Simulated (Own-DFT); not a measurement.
Simulation results for GaP (zincblende, strained, atoms displaced), GaP (zincblende, atoms displaced)

All values are calculated (Own-DFT development build). A calculation, not a measurement: plane-wave PBE density functional theory by an unreviewed code, no spin, of a simulated periodic cell, stress positive in tension, free energy of the whole cell less one offset for each atom, forces on such cells passed a denser k mesh, this cell's mesh not checked; offsets are fitted by least squares, one for each functional and potential file, so energies compare only between cells with the same atoms and settings and are not formation energies; the far tail of each file's local potential was reset to the Coulomb form; each entry is a single point on an unrelaxed cell, so the pressure reflects the starting lattice, mostly measured values (interpolated for alloys), from which strain is counted, and rises with the displacements; printed positions are rounded, which can move forces by about a meV/angstrom; the program, named Own-DFT, is a retired in-house code; no spin-orbit coupling.

Settings shared by all entries: functional PBE; potential files PseudoDojo norm-conserving, scalar-relativistic, standard set; wave cutoff 42 hartree; occupations Fermi-Dirac; smearing width 0.1 eV; k mesh 3 x 3 x 3 centred on Gamma.

```yaml
- entry: 1
  formula: GaP
  kind: "zincblende, strained, atoms displaced"
  structure:
    cell_angstrom: [[10.862, 0.0, 0.0], [0.0, 10.862, 0.0], [0.0, 0.0, 10.9361]]
    atoms_fractional:
      - [Ga, 0.0008, 0.00746, 0.99279]
      - [Ga, 0.00216, 0.24327, 0.25166]
      - [Ga, 0.25451, 0.9965, 0.25497]
      - [Ga, 0.2455, 0.24536, 0.99557]
      - [P, 0.12866, 0.13182, 0.12394]
      - [P, 0.12958, 0.37527, 0.37141]
      - [P, 0.37751, 0.12594, 0.37232]
      - [P, 0.371, 0.37023, 0.11957]
      - [Ga, 0.99679, 0.99047, 0.49882]
      - [Ga, 0.99383, 0.24237, 0.74538]
      - [Ga, 0.25578, 0.99804, 0.75055]
      - [Ga, 0.24982, 0.24716, 0.50332]
      - [P, 0.1237, 0.1306, 0.62381]
      - [P, 0.12974, 0.37435, 0.87634]
      - [P, 0.37601, 0.12922, 0.87395]
      - [P, 0.37588, 0.37792, 0.62045]
      - [Ga, 0.98846, 0.50389, 0.99818]
      - [Ga, 0.99146, 0.75648, 0.24763]
      - [Ga, 0.25135, 0.50346, 0.25117]
      - [Ga, 0.25206, 0.75205, 0.00644]
      - [P, 0.11156, 0.62861, 0.11385]
      - [P, 0.12815, 0.86888, 0.38599]
      - [P, 0.37785, 0.6242, 0.37236]
      - [P, 0.36667, 0.88702, 0.12458]
      - [Ga, 0.99451, 0.50234, 0.49849]
      - [Ga, 0.00272, 0.75117, 0.75374]
      - [Ga, 0.25426, 0.50282, 0.74727]
      - [Ga, 0.25417, 0.74959, 0.5005]
      - [P, 0.12756, 0.62904, 0.61873]
      - [P, 0.12408, 0.86988, 0.8802]
      - [P, 0.3797, 0.6239, 0.87685]
      - [P, 0.37144, 0.87836, 0.63602]
      - [Ga, 0.49586, 0.99285, 0.00301]
      - [Ga, 0.49833, 0.2443, 0.25195]
      - [Ga, 0.75419, 0.00161, 0.24736]
      - [Ga, 0.7448, 0.24433, 0.99583]
      - [P, 0.62242, 0.12102, 0.12952]
      - [P, 0.62216, 0.37117, 0.37678]
      - [P, 0.8763, 0.11547, 0.3717]
      - [P, 0.8795, 0.37907, 0.12303]
      - [Ga, 0.50559, 0.99658, 0.4953]
      - [Ga, 0.50794, 0.24416, 0.75434]
      - [Ga, 0.74757, 0.00584, 0.74895]
      - [Ga, 0.75553, 0.24489, 0.50174]
      - [P, 0.62902, 0.12725, 0.62308]
      - [P, 0.6161, 0.37662, 0.86639]
      - [P, 0.87074, 0.12665, 0.87653]
      - [P, 0.88508, 0.37388, 0.62679]
      - [Ga, 0.50833, 0.49168, 0.99601]
      - [Ga, 0.49616, 0.75506, 0.25176]
      - [Ga, 0.74468, 0.49981, 0.2537]
      - [Ga, 0.74794, 0.74873, 0.99814]
      - [P, 0.62039, 0.62837, 0.13149]
      - [P, 0.62397, 0.86543, 0.38225]
      - [P, 0.8808, 0.63557, 0.37591]
      - [P, 0.87312, 0.87388, 0.1201]
      - [Ga, 0.50031, 0.49913, 0.50371]
      - [Ga, 0.50344, 0.74758, 0.74522]
      - [Ga, 0.75127, 0.49738, 0.75051]
      - [Ga, 0.75413, 0.73985, 0.50185]
      - [P, 0.62898, 0.62607, 0.62093]
      - [P, 0.62353, 0.87314, 0.87828]
      - [P, 0.87868, 0.62148, 0.87402]
      - [P, 0.88007, 0.87088, 0.62485]
  settings:
    hardware: "one NVIDIA H100"
  results:
    "free_energy_of_cell_above_offsets [eV]": "-33.133"
    "pressure [GPa]": 3.57
    "stress_xx [GPa]": -3.69
    "stress_yy [GPa]": -3.7
    "stress_zz [GPa]": -3.31
    "stress_yz [GPa]": 0.12
    "stress_xz [GPa]": 0.76
    "stress_xy [GPa]": 0.0
    force_element: [Ga, Ga, Ga, Ga, P, P, P, P, Ga, Ga, Ga, Ga, P, P, P, P, Ga, Ga, Ga, Ga, P, P, P, P, Ga, Ga, Ga, Ga, P, P, P, P, Ga, Ga, Ga, Ga, P, P, P, P, Ga, Ga, Ga, Ga, P, P, P, P, Ga, Ga, Ga, Ga, P, P, P, P, Ga, Ga, Ga, Ga, P, P, P, P]
    "force_x [eV/angstrom]": [0.307, -0.089, -1.412, 0.543, -0.382, -0.654, -0.329, 0.589, 0.702, 1.066, -1.505, 0.237, -0.03, -1.142, 0.195, 0.162, 1.492, 1.356, -0.497, -0.137, 1.149, -0.256, -0.076, 0.743, 1.16, 0.234, -0.425, 0.641, -0.365, 0.464, -0.028, 1.279, 0.466, 0.003, -0.782, -0.196, 0.044, 0.432, 0.24, -1.265, -0.747, -1.225, 0.307, 0.239, -0.468, 1.951, 0.135, -1.389, -1.203, -0.287, 0.642, 0.067, 0.272, 0.848, -0.763, 0.018, 0.218, -0.219, 0.126, 0.086, -0.272, 0.086, -1.245, -1.11]
    "force_y [eV/angstrom]": [-0.542, 0.911, 0.793, 0.703, -1.531, -0.129, -0.549, 0.321, 0.842, 0.688, 0.895, 0.615, -1.603, 0.333, -0.886, -0.843, -1.074, 0.036, -0.058, -0.558, 0.059, 0.561, 0.231, -1.725, -0.048, -0.4, -0.059, -0.171, -0.568, 0.978, 0.233, -0.772, 1.052, 0.98, -1.036, 1.11, 0.039, -0.058, 0.703, -1.003, 0.255, 0.221, -1.059, 0.687, -0.431, -0.431, -0.19, 0.227, 0.969, 0.158, 0.136, -0.476, -0.395, 0.609, -1.594, 0.859, 0.125, 0.132, 0.09, 1.143, -0.75, 0.235, 0.833, 0.174]
    "force_z [eV/angstrom]": [0.903, -0.135, 0.52, 0.022, 0.34, 0.556, 1.016, 0.457, 0.287, 1.098, 0.808, -0.628, 0.048, -0.68, 0.244, 0.856, -0.234, -0.141, -1.105, -0.467, 1.538, -1.715, 0.43, 0.308, -0.3, -0.481, 0.17, 0.377, 0.835, -0.432, 0.064, -1.869, -0.592, -0.67, 0.051, 0.751, -0.634, 0.21, 0.555, 0.651, 0.757, -1.261, 0.108, -0.449, -0.096, 0.534, -0.612, -0.454, 1.191, -0.35, -0.06, 0.228, -0.834, -0.78, -0.428, -0.211, -0.625, 0.634, -0.362, 0.066, 0.676, -0.678, -0.681, 0.677]
    "wall_time [s]": 520.4
- entry: 2
  formula: GaP
  kind: "zincblende, strained, atoms displaced"
  structure:
    cell_angstrom: [[10.862, 0.0, 0.0], [0.0, 10.862, 0.0], [0.0, 0.0, 10.9361]]
    atoms_fractional:
      - [Ga, 0.99747, 0.00054, 0.00163]
      - [Ga, 0.00596, 0.25275, 0.2491]
      - [Ga, 0.24809, 0.99626, 0.24607]
      - [Ga, 0.26333, 0.25242, 0.00175]
      - [P, 0.11445, 0.12782, 0.12389]
      - [P, 0.11936, 0.37236, 0.37694]
      - [P, 0.3695, 0.1308, 0.37088]
      - [P, 0.3728, 0.37855, 0.12825]
      - [Ga, 0.99751, 0.99347, 0.49695]
      - [Ga, 0.99753, 0.25017, 0.75104]
      - [Ga, 0.24869, 0.9916, 0.75163]
      - [Ga, 0.25488, 0.24946, 0.49749]
      - [P, 0.12179, 0.11678, 0.622]
      - [P, 0.12523, 0.3718, 0.86844]
      - [P, 0.37787, 0.12733, 0.87677]
      - [P, 0.36728, 0.37695, 0.62586]
      - [Ga, 0.00128, 0.49662, 0.99881]
      - [Ga, 0.00178, 0.74898, 0.24401]
      - [Ga, 0.25062, 0.48769, 0.24939]
      - [Ga, 0.25339, 0.75575, 0.00499]
      - [P, 0.12114, 0.62983, 0.1229]
      - [P, 0.12643, 0.87664, 0.37693]
      - [P, 0.38083, 0.63285, 0.37151]
      - [P, 0.37628, 0.87674, 0.12213]
      - [Ga, 0.99917, 0.50472, 0.5]
      - [Ga, 0.00159, 0.73932, 0.74876]
      - [Ga, 0.24465, 0.49791, 0.74875]
      - [Ga, 0.25236, 0.74814, 0.49968]
      - [P, 0.12685, 0.62397, 0.61986]
      - [P, 0.13157, 0.87441, 0.87127]
      - [P, 0.36793, 0.61878, 0.87954]
      - [P, 0.37918, 0.87182, 0.62797]
      - [Ga, 0.49293, 0.99806, 0.98433]
      - [Ga, 0.50403, 0.25485, 0.24234]
      - [Ga, 0.75387, 6.0e-05, 0.25391]
      - [Ga, 0.74846, 0.25584, 0.00119]
      - [P, 0.61955, 0.12241, 0.12777]
      - [P, 0.63324, 0.37091, 0.37437]
      - [P, 0.87921, 0.12624, 0.3769]
      - [P, 0.87339, 0.38516, 0.13555]
      - [Ga, 0.50126, 0.00683, 0.49629]
      - [Ga, 0.50203, 0.2478, 0.7495]
      - [Ga, 0.75618, 0.00122, 0.74864]
      - [Ga, 0.74772, 0.26295, 0.50426]
      - [P, 0.62992, 0.12972, 0.63337]
      - [P, 0.61902, 0.37148, 0.87796]
      - [P, 0.88057, 0.12148, 0.87067]
      - [P, 0.86992, 0.38511, 0.63396]
      - [Ga, 0.50025, 0.50074, 0.99846]
      - [Ga, 0.50403, 0.75072, 0.24919]
      - [Ga, 0.75715, 0.50594, 0.24876]
      - [Ga, 0.75441, 0.75481, 0.00104]
      - [P, 0.6175, 0.62874, 0.13514]
      - [P, 0.62089, 0.86476, 0.37572]
      - [P, 0.87412, 0.61908, 0.37143]
      - [P, 0.87535, 0.87514, 0.12795]
      - [Ga, 0.49981, 0.50062, 0.49698]
      - [Ga, 0.50713, 0.749, 0.7441]
      - [Ga, 0.74194, 0.49531, 0.75202]
      - [Ga, 0.75112, 0.75351, 0.50418]
      - [P, 0.61879, 0.62508, 0.62362]
      - [P, 0.62318, 0.87498, 0.87907]
      - [P, 0.87569, 0.62967, 0.88189]
      - [P, 0.87605, 0.87542, 0.62904]
  results:
    "free_energy_of_cell_above_offsets [eV]": "-33.130"
    "pressure [GPa]": 3.63
    "stress_xx [GPa]": -3.75
    "stress_yy [GPa]": -3.77
    "stress_zz [GPa]": -3.38
    "stress_yz [GPa]": -1.0
    "stress_xz [GPa]": 0.25
    "stress_xy [GPa]": 0.84
    force_element: [Ga, Ga, Ga, Ga, P, P, P, P, Ga, Ga, Ga, Ga, P, P, P, P, Ga, Ga, Ga, Ga, P, P, P, P, Ga, Ga, Ga, Ga, P, P, P, P, Ga, Ga, Ga, Ga, P, P, P, P, Ga, Ga, Ga, Ga, P, P, P, P, Ga, Ga, Ga, Ga, P, P, P, P, Ga, Ga, Ga, Ga, P, P, P, P]
    "force_x [eV/angstrom]": [0.324, -1.136, -0.237, -1.568, 1.711, 0.737, 0.968, 1.075, 0.019, 0.292, 0.566, -1.127, 0.421, 0.109, -0.87, 1.141, 0.049, -0.174, -0.852, -0.477, 1.019, -0.046, -0.966, 0.484, -0.264, 0.108, 0.143, 0.219, 0.013, -1.289, 0.58, -0.141, 0.681, -0.283, -0.643, 0.453, 0.625, -1.123, -0.524, 0.768, -0.092, -0.759, -0.686, 0.938, -0.08, 0.297, -0.787, 0.998, -0.196, -1.146, -1.81, -0.84, 1.493, 0.828, 0.508, 0.001, -0.171, -0.934, -0.208, 0.055, 1.182, 0.782, -0.398, 0.237]
    "force_y [eV/angstrom]": [-0.506, -0.098, 0.664, -0.288, -0.148, 0.337, -0.536, -0.271, 0.453, -0.299, 1.138, -0.142, 0.739, -0.12, 0.007, -0.257, 0.202, 0.154, 1.933, -0.723, -1.058, -0.79, -1.297, 0.249, -0.525, 0.84, 0.406, 0.43, 0.003, -0.636, 0.81, 0.6, 0.075, -0.291, 0.052, -0.782, -0.404, 1.188, 0.456, -1.462, -0.236, 0.459, -0.249, -1.322, -0.409, 0.348, 0.658, -0.725, 0.334, 0.73, -0.002, -0.266, -0.927, 1.688, 1.727, 0.327, -0.345, -0.057, 1.314, -0.707, -0.596, -0.244, -1.007, -0.596]
    "force_z [eV/angstrom]": [-0.489, 0.252, 0.063, -0.06, -0.426, 0.471, -0.517, -0.668, 0.207, -0.802, -0.671, 0.556, 0.232, 1.088, -1.178, -0.197, 0.107, 1.071, 0.788, -0.506, -0.101, -0.448, 0.054, 0.398, 0.021, 0.213, 0.14, -0.103, 0.247, 0.985, -0.659, -0.552, 1.76, 0.911, 0.192, 0.503, -0.944, -0.671, 0.22, -1.665, 0.288, -0.095, 0.54, 0.439, -1.235, -0.067, 0.926, -0.834, 0.519, -0.05, 0.381, 0.586, -1.792, 0.361, 0.919, -0.134, -0.203, 1.313, 0.704, -0.239, -0.138, -0.999, -0.741, -0.273]
- entry: 3
  formula: GaP
  kind: "zincblende, atoms displaced"
  structure:
    cell_angstrom: [[10.901, 0.0, 0.0], [0.0, 10.901, 0.0], [0.0, 0.0, 10.901]]
    atoms_fractional:
      - [Ga, 0.99719, 0.0054, 0.01421]
      - [Ga, 0.98983, 0.23174, 0.24662]
      - [Ga, 0.25779, 0.99994, 0.25858]
      - [Ga, 0.25286, 0.24056, 0.99358]
      - [P, 0.11984, 0.11741, 0.13159]
      - [P, 0.12869, 0.37134, 0.39495]
      - [P, 0.36285, 0.12392, 0.37475]
      - [P, 0.38618, 0.39213, 0.12432]
      - [Ga, 0.00614, 0.99298, 0.49806]
      - [Ga, 0.01588, 0.25758, 0.73995]
      - [Ga, 0.24739, 0.99101, 0.76069]
      - [Ga, 0.25549, 0.24611, 0.49705]
      - [P, 0.11491, 0.12962, 0.60947]
      - [P, 0.13007, 0.36969, 0.85025]
      - [P, 0.37098, 0.11144, 0.8846]
      - [P, 0.36984, 0.36658, 0.62272]
      - [Ga, 0.99784, 0.51087, 0.00609]
      - [Ga, 0.0011, 0.76099, 0.2466]
      - [Ga, 0.2597, 0.50629, 0.2398]
      - [Ga, 0.24267, 0.74992, 0.99615]
      - [P, 0.13333, 0.63349, 0.1052]
      - [P, 0.13788, 0.88292, 0.37328]
      - [P, 0.36055, 0.6113, 0.38568]
      - [P, 0.36808, 0.8651, 0.11837]
      - [Ga, 0.99499, 0.50471, 0.51193]
      - [Ga, 0.99222, 0.74394, 0.76378]
      - [Ga, 0.23948, 0.5121, 0.74915]
      - [Ga, 0.27126, 0.74751, 0.50302]
      - [P, 0.11894, 0.64122, 0.61791]
      - [P, 0.10952, 0.87931, 0.86856]
      - [P, 0.37042, 0.6166, 0.87896]
      - [P, 0.37982, 0.86643, 0.63955]
      - [Ga, 0.50736, 0.99584, 0.99047]
      - [Ga, 0.49937, 0.24308, 0.24629]
      - [Ga, 0.76106, 0.99436, 0.25577]
      - [Ga, 0.75524, 0.2549, 0.00187]
      - [P, 0.63175, 0.13937, 0.12838]
      - [P, 0.63489, 0.37073, 0.3672]
      - [P, 0.87031, 0.13201, 0.37781]
      - [P, 0.88695, 0.3848, 0.13446]
      - [Ga, 0.51099, 0.99708, 0.52262]
      - [Ga, 0.48848, 0.24643, 0.74642]
      - [Ga, 0.74064, 9.0e-05, 0.76036]
      - [Ga, 0.74101, 0.22613, 0.51247]
      - [P, 0.61726, 0.13328, 0.62609]
      - [P, 0.61948, 0.38595, 0.87346]
      - [P, 0.8684, 0.13938, 0.87963]
      - [P, 0.88168, 0.37178, 0.62694]
      - [Ga, 0.5054, 0.50513, 0.01719]
      - [Ga, 0.50564, 0.73836, 0.25387]
      - [Ga, 0.75626, 0.5065, 0.24413]
      - [Ga, 0.74133, 0.74723, 0.99962]
      - [P, 0.62469, 0.63488, 0.11881]
      - [P, 0.63166, 0.87389, 0.36043]
      - [P, 0.87919, 0.62448, 0.37714]
      - [P, 0.88299, 0.87399, 0.12144]
      - [Ga, 0.4923, 0.50283, 0.50291]
      - [Ga, 0.49263, 0.76219, 0.74399]
      - [Ga, 0.74891, 0.48631, 0.76138]
      - [Ga, 0.74885, 0.73743, 0.49468]
      - [P, 0.6319, 0.6343, 0.6159]
      - [P, 0.62088, 0.8763, 0.88155]
      - [P, 0.86665, 0.6288, 0.86915]
      - [P, 0.88048, 0.88024, 0.61917]
  settings:
    hardware: "one NVIDIA H100"
  results:
    "free_energy_of_cell_above_offsets [eV]": "-25.749"
    "pressure [GPa]": 5.01
    "stress_xx [GPa]": -5.33
    "stress_yy [GPa]": -5.01
    "stress_zz [GPa]": -4.7
    "stress_yz [GPa]": -0.06
    "stress_xz [GPa]": 1.42
    "stress_xy [GPa]": -1.41
    force_element: [Ga, Ga, Ga, Ga, P, P, P, P, Ga, Ga, Ga, Ga, P, P, P, P, Ga, Ga, Ga, Ga, P, P, P, P, Ga, Ga, Ga, Ga, P, P, P, P, Ga, Ga, Ga, Ga, P, P, P, P, Ga, Ga, Ga, Ga, P, P, P, P, Ga, Ga, Ga, Ga, P, P, P, P, Ga, Ga, Ga, Ga, P, P, P, P]
    "force_x [eV/angstrom]": [-0.314, 1.135, -0.231, -0.91, 1.702, -0.971, 2.969, -1.422, -0.487, -2.146, -0.727, -0.688, 1.779, 0.698, 0.731, 0.111, 0.197, 1.134, -2.242, 1.212, -1.668, -0.67, 1.872, 1.228, 0.705, 0.5, 0.687, -2.014, 0.375, 0.448, 0.823, -2.499, -0.775, -0.477, -0.118, -0.586, 0.028, -0.848, 0.126, -0.419, -1.201, -0.118, 1.304, 2.043, -0.437, -1.135, 1.5, -1.789, 0.348, -1.639, -0.455, 1.525, 0.59, -0.955, 0.475, -1.834, 1.605, 3.088, 0.88, 1.134, -1.833, 0.72, -0.566, -1.495]
    "force_y [eV/angstrom]": [0.19, 2.205, -0.605, 1.576, 0.823, 0.941, 0.008, -3.284, 0.585, -1.748, 0.849, 0.116, -0.957, 1.183, 0.562, 1.389, -0.839, -1.204, -0.579, 1.613, -1.393, -1.765, 0.848, 0.91, -0.381, 1.246, -0.178, 1.172, -0.289, -0.094, 1.118, 3.293, 0.998, 1.065, 1.069, 1.662, -2.248, 0.208, -1.967, -0.842, -1.029, 0.671, 0.503, 3.485, -1.611, -1.844, -1.352, -0.204, 0.511, 0.781, -0.099, 1.099, -1.091, -0.323, 0.196, -0.269, -1.246, -3.916, 1.261, 2.351, -1.705, -1.286, -1.187, -0.955]
    "force_z [eV/angstrom]": [-2.301, 0.728, -2.133, 0.825, -0.093, -2.492, 0.498, 0.591, -0.707, -0.358, -1.408, 0.592, 1.295, 3.705, -1.321, 0.52, -1.394, 0.76, 0.494, -2.277, 3.241, 0.735, -1.444, 0.916, -0.954, -2.226, -1.142, 0.131, 0.991, 1.581, -0.367, -2.743, 2.85, 0.951, -1.041, 0.451, -0.738, 0.994, 0.642, -0.982, -2.523, 1.286, -0.821, -2.121, 2.707, 1.329, -1.026, 0.09, -2.747, 0.313, 0.623, -0.573, 1.511, 2.048, -0.947, 0.032, 0.125, 3.025, -2.169, -0.787, 2.175, -1.501, 1.534, 1.047]
    "wall_time [s]": 607.9
```
